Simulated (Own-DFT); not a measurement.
Simulation results for GaP (zincblende, atoms displaced)

Computed with Own-DFT development build. A calculation, not a measurement: plane-wave PBE density functional theory by an unreviewed code, no spin, of a simulated periodic cell, stress positive in tension, free energy of the whole cell less one offset for each atom, forces on such cells passed a denser k mesh, this cell's mesh not checked; offsets are fitted by least squares, one for each functional and potential file, so energies compare only between cells with the same atoms and settings and are not formation energies; the far tail of each file's local potential was reset to the Coulomb form; each entry is a single point on an unrelaxed cell, so the pressure reflects the starting lattice, mostly measured values (interpolated for alloys), from which strain is counted, and rises with the displacements; printed positions are rounded, which can move forces by about a meV/angstrom; the program, named Own-DFT, is a retired in-house code; no spin-orbit coupling; before rounding, a Quantum ESPRESSO 7.3.1 run of the same cell and cutoff gave forces within 1 meV/angstrom rms on each cell, which checks the program and not the settings.

```cif
# cell vector a (Å): 10.9010 0.0000 0.0000
# cell vector b (Å): 0.0000 10.9010 0.0000
# cell vector c (Å): 0.0000 0.0000 10.9010
data_GaP
_symmetry_space_group_name_H-M 'P 1'
_symmetry_Int_Tables_number 1
_cell_length_a 10.9010
_cell_length_b 10.9010
_cell_length_c 10.9010
_cell_angle_alpha 90.000
_cell_angle_beta 90.000
_cell_angle_gamma 90.000
_cell_volume 1295.39
loop_
_atom_site_label
_atom_site_type_symbol
_atom_site_fract_x
_atom_site_fract_y
_atom_site_fract_z
_atom_site_occupancy
Ga1 Ga 0.98510 0.00229 0.00328 1
Ga2 Ga 0.98936 0.28157 0.25460 1
Ga3 Ga 0.23182 0.00693 0.25277 1
Ga4 Ga 0.24908 0.25182 0.97986 1
P1 P 0.13337 0.14123 0.07440 1
P2 P 0.13546 0.38243 0.37217 1
P3 P 0.36457 0.09476 0.36591 1
P4 P 0.39350 0.38485 0.11626 1
Ga5 Ga 0.99519 0.00933 0.50505 1
Ga6 Ga 0.99409 0.24306 0.75522 1
Ga7 Ga 0.23446 0.01933 0.74638 1
Ga8 Ga 0.24589 0.25519 0.50461 1
P5 P 0.11216 0.11671 0.64828 1
P6 P 0.10550 0.37435 0.88527 1
P7 P 0.36044 0.09970 0.86669 1
P8 P 0.37287 0.36469 0.62453 1
Ga9 Ga 0.98657 0.51320 0.00549 1
Ga10 Ga 0.97855 0.74153 0.26966 1
Ga11 Ga 0.25755 0.50750 0.24075 1
Ga12 Ga 0.23995 0.76830 0.01184 1
P9 P 0.11706 0.65629 0.10835 1
P10 P 0.15218 0.86671 0.39236 1
P11 P 0.38006 0.61175 0.39414 1
P12 P 0.36182 0.88681 0.11573 1
Ga13 Ga 0.00810 0.50137 0.48739 1
Ga14 Ga 0.00272 0.75016 0.77092 1
Ga15 Ga 0.21599 0.50170 0.74559 1
Ga16 Ga 0.26094 0.75076 0.48391 1
P13 P 0.13979 0.63756 0.60657 1
P14 P 0.14085 0.88285 0.86392 1
P15 P 0.37617 0.61709 0.86158 1
P16 P 0.38272 0.88684 0.65474 1
Ga17 Ga 0.52799 0.99986 0.97957 1
Ga18 Ga 0.47896 0.27281 0.24088 1
Ga19 Ga 0.75947 0.00686 0.25390 1
Ga20 Ga 0.76316 0.24701 0.99087 1
P17 P 0.60205 0.12072 0.11294 1
P18 P 0.62501 0.38531 0.38661 1
P19 P 0.88227 0.12980 0.36953 1
P20 P 0.87928 0.38822 0.13867 1
Ga21 Ga 0.48973 0.00214 0.49968 1
Ga22 Ga 0.49606 0.24085 0.73120 1
Ga23 Ga 0.72108 0.01194 0.75500 1
Ga24 Ga 0.75874 0.25422 0.51538 1
P21 P 0.62643 0.12633 0.62497 1
P22 P 0.59196 0.37670 0.87799 1
P23 P 0.87191 0.14378 0.89578 1
P24 P 0.85145 0.38561 0.62274 1
Ga25 Ga 0.49125 0.50452 0.98511 1
Ga26 Ga 0.50352 0.75165 0.24987 1
Ga27 Ga 0.75945 0.48373 0.25979 1
Ga28 Ga 0.73638 0.73524 0.02162 1
P25 P 0.62331 0.66021 0.12696 1
P26 P 0.63001 0.87386 0.34733 1
P27 P 0.87549 0.65431 0.37839 1
P28 P 0.86853 0.89183 0.12940 1
Ga29 Ga 0.51505 0.48290 0.52314 1
Ga30 Ga 0.50128 0.74256 0.74827 1
Ga31 Ga 0.73398 0.51463 0.74199 1
Ga32 Ga 0.75005 0.75856 0.48881 1
P29 P 0.60915 0.59915 0.61952 1
P30 P 0.63756 0.90805 0.85463 1
P31 P 0.84264 0.62057 0.86616 1
P32 P 0.87038 0.88670 0.60970 1
_calc_functional 'PBE'
_calc_potential_files 'PseudoDojo norm-conserving, scalar-relativistic, standard set'
_calc_wave_cutoff 42  # hartree
_calc_occupations 'Fermi-Dirac'
_calc_smearing_width 0.1  # eV
_calc_k_mesh '3 x 3 x 3 centred on Gamma'
_calc_stress_zz ?
```

Q: Give the missing stress zz for GaP (zincblende, atoms displaced).
A: -9.82 GPa

Q: Give the table of force values for GaP (zincblende, atoms displaced).
A: 
Force:
```csv
element,x (eV/Å),y (eV/Å),z (eV/Å)
Ga,1.789,-0.095,-1.047
Ga,2.549,-2.922,0.871
Ga,-1.109,-0.97,-2.859
Ga,3.827,2.253,-1.655
P,-3.558,-2.848,5.786
P,-0.258,-0.41,-0.588
P,1.018,4.472,1.115
P,-4.143,1.445,-1.625
Ga,1.271,-0.598,-0.816
Ga,-1.176,1.661,0.179
Ga,2.196,-3.492,0.215
Ga,-0.005,-1.916,-0.528
P,-2.008,3.109,-4.52
P,0.328,1.083,-0.992
P,3.108,3.25,1.584
P,-1.054,1.04,0.493
Ga,0.271,0.522,-0.641
Ga,6.452,5.682,-6.223
Ga,-0.002,0.684,-0.298
Ga,1.982,0.277,-2.872
P,-2.168,-3.137,2.862
P,-5.424,3.679,-3.185
P,1.324,-0.043,-1.783
P,2.349,0.371,1.311
Ga,-0.864,1.094,1.165
Ga,-0.457,0.135,-1.761
Ga,1.605,-0.342,0.274
Ga,3.622,-1.428,3.458
P,-2.401,-0.756,1.431
P,-2.577,-0.835,1.53
P,-2.122,1.069,0.567
P,-0.743,-0.344,-2.556
Ga,-4.34,-0.045,1.119
Ga,2.548,-3.743,3.052
Ga,-1.755,1.154,-0.71
Ga,-6.171,4.443,4.343
P,2.595,2.638,2.536
P,0.34,-2.32,-1.571
P,0.057,1.196,0.645
P,-1.257,-0.016,-3.455
Ga,1.226,-1.356,0.503
Ga,-0.992,-0.261,2.22
Ga,8.427,6.253,-6.435
Ga,-1.491,-1.836,-2.422
P,-0.391,0.775,-2.461
P,3.811,-1.968,-1.818
P,3.079,-4.706,-5.1
P,3.762,1.086,1.399
Ga,0.551,2.25,1.492
Ga,-3.706,0.565,0.706
Ga,-1.522,3.104,1.193
Ga,6.375,5.334,-6.256
P,-4.761,-7.623,3.49
P,-0.182,1.163,3.145
P,-3.772,-7.797,3.939
P,0.73,-2.49,-0.22
Ga,-5.103,-3.051,-3.627
Ga,0.537,0.413,0.14
Ga,-0.61,-3.015,1.038
Ga,-2.109,0.891,1.401
P,3.128,7.857,2.043
P,-4.395,-11.57,6.035
P,2.63,1.76,2.22
P,-0.86,-0.779,2.522
```

Further results for GaP (zincblende, atoms displaced):

| Item | Value |
| --- | --- |
| free energy of cell above offsets | -6.707 eV |
| pressure | 9.52 GPa |
| stress xx | -9.56 GPa |
| stress yy | -9.17 GPa |
| stress yz | 1.4 GPa |
| stress xz | 1.71 GPa |
| stress xy | -1.07 GPa |
